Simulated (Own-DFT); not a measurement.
# PBE and PBEsol under strain: wurtzite AlGaN with randomly placed atoms, 72 atoms (Al9Ga27N36)

The numbers are computed, not measured, by runs of the plane-wave DFT program Own-DFT (in-house, retired, unreviewed) at fixed positions, with no spin and no spin-orbit coupling.

Caveats: forces on such cells passed a denser k mesh, each cell not checked; stress not checked against mesh or cutoff.

Each geometry was run with PBE and with PBEsol, otherwise alike: PseudoDojo norm-conserving scalar-relativistic files made for PBE; cutoff 42 hartree; 4 x 4 x 3 k mesh centred on Gamma; Fermi-Dirac smearing of 0.1 eV. Unstrained cell vectors in Å: (9.509, 0.000, 0.000); (-4.755, 8.235, 0.000); (0.000, 0.000, 10.268). Each has a uniform strain, of which the change of volume is shown, and random moves of rms u per axis. The random placing of the alloy's atoms differs from row to row.

| run | volume change (%) | u (Å) | P with PBE (GPa) | P with PBEsol (GPa) |
|---|---|---|---|---|
| 1 | -5.42 | 0.0516 | 20.59 | 15.23 |
| 2 | -2.98 | 0.0483 | 14.05 | 8.90 |
| 3 | 3.02 | 0.0545 | 2.04 | -2.61 |
| 4 | -4.94 | 0.0500 | 18.95 | 13.66 |
| 5 | 5.58 | 0.0514 | -2.32 | -6.80 |
| 6 | -1.99 | 0.0479 | 11.57 | 6.51 |
| 7 | 4.55 | 0.0482 | -0.96 | -5.51 |
| 8 | 3.53 | 0.0481 | 1.13 | -3.52 |
| 9 | 1.51 | 0.0502 | 4.17 | ? |

Q: by how much does PBEsol shrink this cell, and what belongs in the blank?

## Working it out

Write v for the change of volume as a fraction. Fitted to v and u², the PBE pressure has a slope of -207 ± 6 GPa in v, with the ions held to the strained lattice. The difference PBEsol less PBE is -4.91 + 7.9 v GPa (slope ± 0.1) and averages -4.90 GPa. Divided by the mean slope of the two, 203 GPa, that makes PBEsol's volume at a given pressure, near 6 GPa, about 2.4 % smaller, or 0.80 % in lengths. At one volume PBEsol's slope is the smaller by 8 GPa, but its pressure there is lower too. If stiffness rises by about 4 GPa for each GPa, PBEsol at equal pressure is stiffer by about 12 GPa. Files made for PBEsol would give a different shift.

For run 9 the line gives -0.63 GPa. DFT gave -0.60 GPa.
